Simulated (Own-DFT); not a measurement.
# Strain and stress in wurtzite AlGaN with randomly placed atoms, 72 atoms (Al27Ga9N36)

All numbers below are calculated, not measured. The program, named Own-DFT, is a retired in-house plane-wave density functional code that no person has reviewed. Each row is one single-point run on a periodic cell that was not relaxed, without spin or spin-orbit coupling.

Settings of every run: PBE; PseudoDojo norm-conserving scalar-relativistic files; cutoff 42 hartree; 4 x 4 x 3 k mesh centred on Gamma; Fermi-Dirac smearing of 0.1 eV.

Known limits: forces on such cells passed a denser k mesh, each cell not checked; stress not checked against mesh or cutoff.

Unstrained cell vectors in Å: (9.394, 0.000, 0.000); (-4.697, 8.135, 0.000); (0.000, 0.000, 10.066). The unstrained cell has measured lattice constants (interpolated for alloys), not those of this functional. That, the random moves and any unrelaxed bonds set the pressure at no strain. Each run strains this cell uniformly, with the atoms carried along. Every atom was also moved at random, by a Gaussian of width 0.05 Å on each axis. The random placing of the alloy's atoms differs from row to row. Strain is the symmetric tensor, in per cent. Stress is positive in tension, and the pressure is minus a third of its trace.

```
run,e_xx (%),e_yy (%),e_zz (%),s_xx (GPa),s_yy (GPa),s_zz (GPa),P (GPa),E (meV/atom)
1,2.25,2.25,0.00,3.34,5.38,-4.80,-1.31,24.2
2,1.75,1.75,0.00,1.77,3.51,-4.17,-0.37,4.4
3,-2.50,-2.50,0.00,-21.42,-21.67,-12.05,18.38,49.4
4,-2.00,-2.00,0.00,-18.05,-20.75,-8.49,15.76,34.9
5,1.25,1.25,0.00,-0.21,-0.71,-3.24,1.39,0.0
6,0.25,0.25,0.00,-5.23,-3.14,-8.21,5.52,12.7
7,-0.75,-0.75,0.00,-9.89,-12.72,-7.28,9.97,21.4
8,2.75,2.75,0.00,8.15,6.51,-3.57,-3.70,6.5
9,-1.00,-1.00,0.00,?,?,?,?,?
```

E is the free energy for each atom above the lowest run shown.

## Worked fit

The change of volume is close to e_xx + e_yy + e_zz. A straight line through the runs shown gives P = 7.34 - 208 x (fractional change of volume) GPa, with an error of 7 on the slope and a scatter of 0.72 GPa. The strain isn't the same on all axes and the cell isn't cubic, so the slope belongs to this path and is not the bulk modulus.

## Withheld run

Question: what pressure should run 9 give? Its volume changes by -1.99 %.

The line gives 11.5 GPa. The calculation gave 11.25 GPa.
